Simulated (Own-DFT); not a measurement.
# Response to strain: diamond-structure GeSn with randomly placed atoms, 64 atoms (Ge56Sn8)

All numbers below are calculated, not measured. The program, named Own-DFT, is a retired in-house plane-wave density functional code that no person has reviewed. Each row is one single-point run on a periodic cell that was not relaxed, without spin or spin-orbit coupling.

Settings of every run: PBE; PseudoDojo norm-conserving scalar-relativistic files; cutoff 49 hartree; 3 x 3 x 3 k mesh centred on Gamma; Fermi-Dirac smearing of 0.1 eV.

Known limits: forces on such cells moved up to 12 meV/angstrom on a denser k mesh; stress not checked against mesh or cutoff.

Unstrained cell vectors in Å: (11.524, 0.000, 0.000); (0.000, 11.524, 0.000); (0.000, 0.000, 11.524). The unstrained cell has measured lattice constants (interpolated for alloys), not those of this functional. That, the random moves and any unrelaxed bonds set the pressure at no strain. Each run strains this cell uniformly, with the atoms carried along. Every atom was also moved at random, by a Gaussian of width 0.05 Å on each axis. The random placing of the alloy's atoms differs from row to row. Strain is the symmetric tensor, in per cent. Stress is positive in tension, and the pressure is minus a third of its trace.

```
run,e_xx (%),e_yy (%),e_zz (%),s_xx (GPa),s_yy (GPa),s_zz (GPa),P (GPa),E (meV/atom)
1,2.75,2.75,0.00,-1.14,-1.22,-2.59,1.65,2.5
2,-1.75,-1.75,0.00,-8.32,-8.43,-7.24,8.00,49.9
3,-3.00,-3.00,0.00,-11.09,-11.15,-9.24,10.49,93.0
4,-1.50,-1.50,0.00,-7.87,-7.85,-6.77,7.50,38.0
5,1.50,1.50,0.00,-2.79,-2.73,-3.62,3.05,0.0
6,0.25,0.25,0.00,-4.85,-4.73,-5.00,4.86,17.2
7,-2.25,-2.25,0.00,-9.28,-9.22,-7.89,8.80,52.5
8,-0.75,-0.75,0.00,-6.64,-6.72,-6.32,6.56,42.1
9,2.50,2.50,0.00,?,?,?,?,?
```

E is the free energy for each atom above the lowest run shown.

## Worked fit

The change of volume is close to e_xx + e_yy + e_zz. A straight line through the runs shown gives P = 5.49 - 76 x (fractional change of volume) GPa, with an error of 3 on the slope and a scatter of 0.31 GPa. The strain isn't the same on all axes, but the crystal is cubic, so the slope still estimates the bulk modulus, averaged over pressures from 1.6 to 10.5 GPa.

## Withheld run

Question: what pressure should run 9 give? Its volume changes by 5.06 %.

The line gives 1.7 GPa. The calculation gave 1.64 GPa.
